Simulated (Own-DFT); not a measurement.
# Point defects and the pressure they add: 4H SiC

Source: density functional calculations with Own-DFT, an unreviewed in-house program that is no longer used. Nothing was measured or relaxed, and spin and spin-orbit coupling are left out.

Method: PBE; PseudoDojo norm-conserving scalar-relativistic files; cutoff 42 hartree; 4 x 4 x 3 k mesh centred on Gamma; Fermi-Dirac smearing of 0.1 eV.

Caveats (not all hold for every row): a neutral cation vacancy leaves holes that likely carry spin, which these runs leave out; some atoms lie very close together; not probed for a lower state with spin; forces on such cells failed a check on a denser k mesh; forces on such cells passed a denser k mesh, each cell not checked; stress not checked against mesh or cutoff.

All runs share one cell, with vectors in Å (9.248, 0.000, 0.000); (-4.624, 8.009, 0.000); (0.000, 0.000, 10.068) and a volume of 745.7 Å³. u is the rms random offset of the atoms per axis. The defect's site can differ from row to row.

| cell | formula | u (Å) | P (GPa) |
|---|---|---|---|
| no defect | C36Si36 | 0.0288 | 3.69 |
| no defect | C36Si36 | 0.0292 | 3.68 |
| no defect | C36Si36 | 0.0647 | 6.87 |
| two N on a C site each | C34N2Si36 | 0.0311 | 2.77 |
| two N on a C site each | C34N2Si36 | 0.0489 | 4.17 |
| two N on a C site each | C34N2Si36 | 0.0490 | 3.99 |
| one Al on a Si site and one N on a C site | AlC35NSi35 | 0.0508 | 5.11 |
| one Al on a Si site and one N on a C site | AlC35NSi35 | 0.0523 | 5.57 |
| one Al on a Si site and one N on a C site | AlC35NSi35 | 0.0544 | 5.88 |
| one Si on a C site | C35Si37 | 0.0451 | 11.30 |
| one Si on a C site | C35Si37 | 0.0487 | 11.75 |
| one Si on a C site | C35Si37 | 0.0497 | 11.91 |
| one Si on a C site | C35Si37 | 0.0507 | ? |
| one Si vacancy | C36Si35 | 0.0275 | 2.88 |
| one Si vacancy | C36Si35 | 0.0283 | 2.94 |
| one Si vacancy | C36Si35 | 0.0303 | 3.12 |

## Fit

P = P0 + c u² + a shift for each defect gives P0 = 2.87 GPa, c = 962 ± 40 GPa/Å² and a scatter of 0.12 GPa. The shifts, and each times the cell's volume:

- one Si on a C site: 6.58 ± 0.10 GPa, 30.6 eV
- one Al on a Si site and one N on a C site: 0.00 ± 0.10 GPa, 0.0 eV (not resolved)
- one Si vacancy: -0.68 ± 0.11 GPa, -3.2 eV
- two N on a C site each: -1.07 ± 0.10 GPa, -5.0 eV (-2.5 eV for each of its 2 sites)

A positive shift means that the defect pushes the cell outwards. Shift times volume (160.2 GPa Å³ is 1 eV) depends little on the cell's size, so, taken for each site, it can be compared between cells at like pressure. The atoms around the defects weren't relaxed, which would change these numbers.

## Withheld run

Q: what pressure belongs in the blank (one Si on a C site, u = 0.0507 Å)?

Estimate: 11.92 ± 0.14 GPa. The calculation gave 11.81 GPa.
